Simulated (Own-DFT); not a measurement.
# Response to strain: wurtzite GaN, 72 atoms (Ga36N36)

The numbers are computed, not measured, by runs of the plane-wave DFT program Own-DFT (in-house, retired, unreviewed) at fixed positions, with no spin and no spin-orbit coupling.

All runs used: PBE; PseudoDojo norm-conserving scalar-relativistic files; cutoff 42 hartree; 4 x 4 x 3 k mesh centred on Gamma; Fermi-Dirac smearing of 0.1 eV.

Known weak points: forces not confirmed at this smearing and k mesh; stress not checked against mesh or cutoff.

Unstrained cell vectors in Å: (9.567, 0.000, 0.000); (-4.784, 8.285, 0.000); (0.000, 0.000, 10.370). The unstrained cell has measured lattice constants (interpolated for alloys), not those of this functional. That, the random moves and any unrelaxed bonds set the pressure at no strain. A uniform strain is put on this cell, atoms riding along. Each atom got a random Gaussian move of width 0.05 Å along each axis. Strain is the symmetric tensor, in per cent. Stress is positive in tension, and the pressure is minus a third of its trace.

| run | e_xx (%) | e_yy (%) | e_zz (%) | e_yz (%) | e_xz (%) | e_xy (%) | s_xx (GPa) | s_yy (GPa) | s_zz (GPa) | s_yz (GPa) | s_xz (GPa) | s_xy (GPa) | P (GPa) | E (meV/atom) |
|---|---|---|---|---|---|---|---|---|---|---|---|---|---|---|
| 1 | 1.04 | 1.88 | 0.11 | -1.18 | -1.06 | -0.41 | -1.29 | 0.04 | -5.12 | -2.23 | -2.18 | -0.32 | 2.12 | 5.2 |
| 2 | -1.27 | 0.53 | -0.25 | -1.05 | -0.22 | -1.81 | -12.32 | -6.90 | -10.44 | -1.88 | 0.08 | -5.22 | 9.88 | 27.2 |
| 3 | -1.74 | -1.87 | -0.96 | -1.14 | 1.10 | -0.43 | -18.89 | -20.82 | -15.76 | -2.81 | 2.30 | -2.76 | 18.49 | 57.6 |
| 4 | -1.86 | 0.14 | 1.09 | -0.23 | -1.37 | 1.37 | -15.49 | -9.13 | -3.60 | 0.13 | -2.77 | 6.17 | 9.41 | 20.4 |
| 5 | 0.75 | 1.71 | -0.47 | 1.51 | 1.21 | 0.37 | -2.38 | -0.78 | -8.20 | 2.98 | 1.79 | 0.81 | 3.79 | 4.9 |
| 6 | -1.45 | 1.02 | -1.93 | 0.86 | -1.35 | -0.25 | -13.55 | -6.20 | -19.22 | 2.24 | -2.07 | -1.96 | 12.99 | 37.5 |
| 7 | -1.18 | -1.24 | 1.03 | -1.79 | 0.99 | 1.28 | -13.56 | -13.15 | -5.32 | -3.03 | 1.76 | 3.38 | 10.68 | 21.8 |
| 8 | 1.94 | 1.42 | -0.76 | 0.46 | 1.93 | -1.05 | 0.37 | -0.96 | -8.06 | 1.52 | 4.25 | -2.79 | 2.88 | 3.8 |
| 9 | 0.88 | -1.28 | 1.43 | 0.73 | 1.65 | 1.49 | -4.14 | -11.57 | -1.79 | 1.88 | 3.76 | 4.01 | 5.83 | 10.3 |
| 10 | 1.68 | -0.95 | -0.54 | -1.26 | -0.90 | -1.45 | -2.85 | -11.09 | -9.33 | -3.41 | -2.37 | -4.54 | 7.75 | 22.0 |
| 11 | -1.28 | 1.27 | 1.53 | 1.17 | 0.48 | 1.25 | -10.55 | -3.15 | -1.04 | 2.81 | 0.06 | 5.10 | 4.91 | 4.8 |
| 12 | 0.80 | 0.47 | 1.82 | 1.56 | -0.35 | 0.60 | -1.91 | -4.17 | 0.62 | 3.10 | -0.04 | 0.78 | 1.82 | 0.0 |
| 13 | 0.03 | -1.31 | 1.90 | -1.05 | 0.17 | -0.68 | -6.27 | -11.93 | -1.13 | -2.20 | -0.22 | -1.28 | 6.44 | 3.4 |
| 14 | -1.11 | 0.03 | -0.40 | 1.02 | 1.22 | -0.93 | -13.50 | -8.40 | -10.80 | 1.94 | 2.06 | -3.35 | 10.90 | 20.8 |
| 15 | -0.95 | -1.69 | 0.88 | -1.49 | 0.65 | -1.39 | -12.08 | -16.35 | -6.80 | -3.91 | 1.50 | -4.86 | 11.74 | 29.2 |
| 16 | 1.31 | -0.65 | -0.75 | 1.41 | 1.79 | -1.64 | -3.83 | -8.33 | -11.95 | 3.39 | 3.61 | -5.83 | 8.04 | 21.5 |
| 17 | -0.86 | 1.09 | -1.92 | -0.80 | 1.32 | -0.81 | ? | ? | ? | ? | ? | ? | ? | ? |

The last column gives the free energy per atom over the lowest of the runs shown.

## Analysis

Regress every stress component on the fractional strains (shears doubled) of the visible runs, with a constant. Shear strains stay in the fit of a normal stress only where such slopes are resolved. The slopes, in GPa:

```
stress,at no strain,per e_xx,per e_yy,per e_zz,scatter
s_xx,-7.8,420 ± 15,116 ± 16,100 ± 17,0.76
s_yy,-8.2,111 ± 20,425 ± 21,72 ± 23,1.00
s_zz,-8.3,94 ± 15,87 ± 16,475 ± 17,0.75
```

The slope of each shear stress on twice its own strain, from a fit on all six strains: yz 102 ± 7, xz 96 ± 8, xy 149 ± 13 GPa. These are stiffnesses along x, y and z of the frame in which the cell vectors are given, with the crystal's c axis along z: C11, C12, C13 and C33. Hexagonal symmetry asks that xx and yy behave alike, which is a second check on the noise. The atoms are held to the strained lattice; where symmetry lets them move under strain, relaxing them would lower some slopes. The table should be nearly symmetric about its diagonal, and what it lacks of that shows the noise. A ninth of the table's sum, 211 ± 4 GPa, estimates the bulk modulus near the mean pressure of these runs, 8.0 GPa, so it lies above the value at zero pressure.

## Test on the hidden row

Question: what normal stresses and pressure should run 17 give?

The fit gives s_xx = -12.1, s_yy = -5.9, s_zz = -17.3 and P = 11.7 GPa. The calculation gave -13.05, -7.15, -14.29 and P = 11.50 GPa. The miss is larger than the scatter suggests: chance, or a term that the fit lacks.
